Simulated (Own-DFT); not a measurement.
# Strain and stress in 4H SiC, 32 atoms (C16Si16)

These are calculations, not measurements. They come from Own-DFT, an in-house plane-wave density functional program, since retired, whose code no person has reviewed. Each row is one single-point run on a periodic cell that was not relaxed, without spin or spin-orbit coupling.

Settings of every run: PBE; PseudoDojo norm-conserving scalar-relativistic files; cutoff 42 hartree; 5 x 5 x 3 k mesh centred on Gamma; Fermi-Dirac smearing of 0.1 eV.

Known limits: forces on such cells passed a denser k mesh, each cell not checked; stress not checked against mesh or cutoff.

Unstrained cell vectors in Å: (6.165, 0.000, 0.000); (-3.083, 5.339, 0.000); (0.000, 0.000, 10.068). The unstrained cell has measured lattice constants (interpolated for alloys), not those of this functional. That, the random moves and any unrelaxed bonds set the pressure at no strain. Each run strains this cell uniformly, with the atoms carried along. Every atom was also moved at random, by a Gaussian of width 0.05 Å on each axis. Strain is the symmetric tensor, in per cent. Stress is positive in tension, and the pressure is minus a third of its trace.

| run | e_xx (%) | e_yy (%) | e_zz (%) | e_yz (%) | e_xz (%) | e_xy (%) | s_xx (GPa) | s_yy (GPa) | s_zz (GPa) | s_yz (GPa) | s_xz (GPa) | s_xy (GPa) | P (GPa) | E (meV/atom) |
|---|---|---|---|---|---|---|---|---|---|---|---|---|---|---|
| 1 | -0.70 | -1.59 | -1.41 | 0.49 | 1.31 | -1.51 | -11.41 | -15.49 | -16.53 | 0.81 | 6.14 | -4.75 | 14.48 | 69.4 |
| 2 | -1.16 | -0.08 | 0.77 | 1.64 | 0.46 | 0.88 | -13.11 | -4.35 | -0.44 | 5.25 | 1.34 | 3.72 | 5.97 | 13.5 |
| 3 | 0.42 | -1.74 | 1.68 | 1.45 | -1.17 | -0.50 | -1.19 | -12.32 | 0.45 | 4.83 | -3.25 | -2.25 | 4.35 | 31.0 |
| 4 | -0.90 | 1.72 | -1.42 | 1.02 | -1.71 | 1.25 | -9.89 | 0.09 | -14.53 | 4.97 | -6.50 | 5.69 | 8.11 | 94.0 |
| 5 | -1.94 | 1.65 | -1.34 | 1.08 | -1.21 | -1.61 | -19.09 | 1.22 | -11.19 | 3.07 | -5.39 | -6.48 | 9.69 | 61.1 |
| 6 | -0.72 | 1.01 | 0.65 | -0.60 | -0.78 | 0.79 | -7.50 | 0.15 | -1.18 | -2.59 | -2.86 | 3.90 | 2.84 | 12.4 |
| 7 | 1.32 | 1.17 | 1.49 | -1.52 | 1.91 | 0.31 | 2.63 | 3.40 | 3.69 | -3.64 | 5.67 | 0.55 | -3.24 | 22.0 |
| 8 | -0.33 | -1.13 | 0.03 | -1.71 | -0.45 | 0.80 | -6.52 | -12.02 | -7.46 | -6.05 | -1.19 | 3.61 | 8.67 | 43.9 |
| 9 | -1.22 | 1.15 | -1.71 | -1.84 | -0.12 | 0.50 | -12.35 | 1.75 | -19.61 | -5.31 | 1.00 | 1.51 | 10.07 | 51.5 |
| 10 | 1.24 | -1.29 | 1.56 | 0.88 | 0.37 | -0.65 | -0.66 | -11.49 | 3.11 | 3.26 | 2.30 | -4.05 | 3.01 | 58.7 |
| 11 | -1.30 | 0.60 | -0.82 | -1.25 | 1.49 | -1.78 | -11.89 | -3.02 | -10.79 | -4.24 | 4.60 | -6.67 | 8.56 | 31.1 |
| 12 | 0.78 | -0.25 | 0.72 | 1.23 | 0.48 | 1.83 | -0.64 | -5.31 | -1.47 | 4.89 | 0.98 | 7.45 | 2.47 | 15.9 |
| 13 | 0.17 | -0.52 | 0.20 | 1.53 | -0.84 | 1.15 | -5.16 | -6.31 | -3.98 | 5.38 | -4.01 | 6.52 | 5.15 | 0.0 |
| 14 | 0.40 | -1.74 | 0.93 | 0.40 | -1.13 | -0.53 | -3.37 | -18.80 | 0.21 | 2.76 | -4.67 | -3.48 | 7.32 | 53.6 |
| 15 | 1.52 | -0.38 | -1.45 | 0.04 | 0.56 | -0.89 | 0.90 | -6.63 | -13.02 | 0.76 | 1.91 | -5.27 | 6.25 | 42.0 |
| 16 | -1.44 | 1.94 | 1.74 | -0.66 | -0.40 | -0.62 | ? | ? | ? | ? | ? | ? | ? | ? |

E is the free energy for each atom above the lowest run shown.

## Worked fit

Each stress component was fitted by least squares to a constant and the strains of the runs shown, as fractions, with shears doubled. Shear strains stay in the fit of a normal stress only where such slopes are resolved. The slopes, in GPa:

```
stress  at no strain  per e_xx  per e_yy  per e_zz  scatter
  s_xx          -5.7  535 ± 46   31 ± 37   68 ± 39     1.49
  s_yy          -5.3   63 ± 61  572 ± 50   60 ± 52     2.00
  s_zz          -6.0   38 ± 56   74 ± 45  608 ± 47     1.81
```

Each shear stress against twice its own strain: yz 164 ± 9, xz 178 ± 14, xy 222 ± 13 GPa. These are stiffnesses along x, y and z of the frame in which the cell vectors are given, which need not be the crystal's axes. The atoms are held to the strained lattice; where symmetry lets them move under strain, relaxing them would lower some slopes. The table should be nearly symmetric about its diagonal, and what it lacks of that shows the noise. A ninth of its sum, 228 ± 9 GPa, estimates the bulk modulus near the mean pressure of these runs, 6.2 GPa, so it lies above the value at zero pressure.

## Withheld run

Question: what normal stresses and pressure should run 16 give?

The fit gives s_xx = -11.7, s_yy = 5.9, s_zz = 5.5 and P = 0.1 GPa. The calculation gave -9.68, 2.86, 4.92 and P = 0.63 GPa.
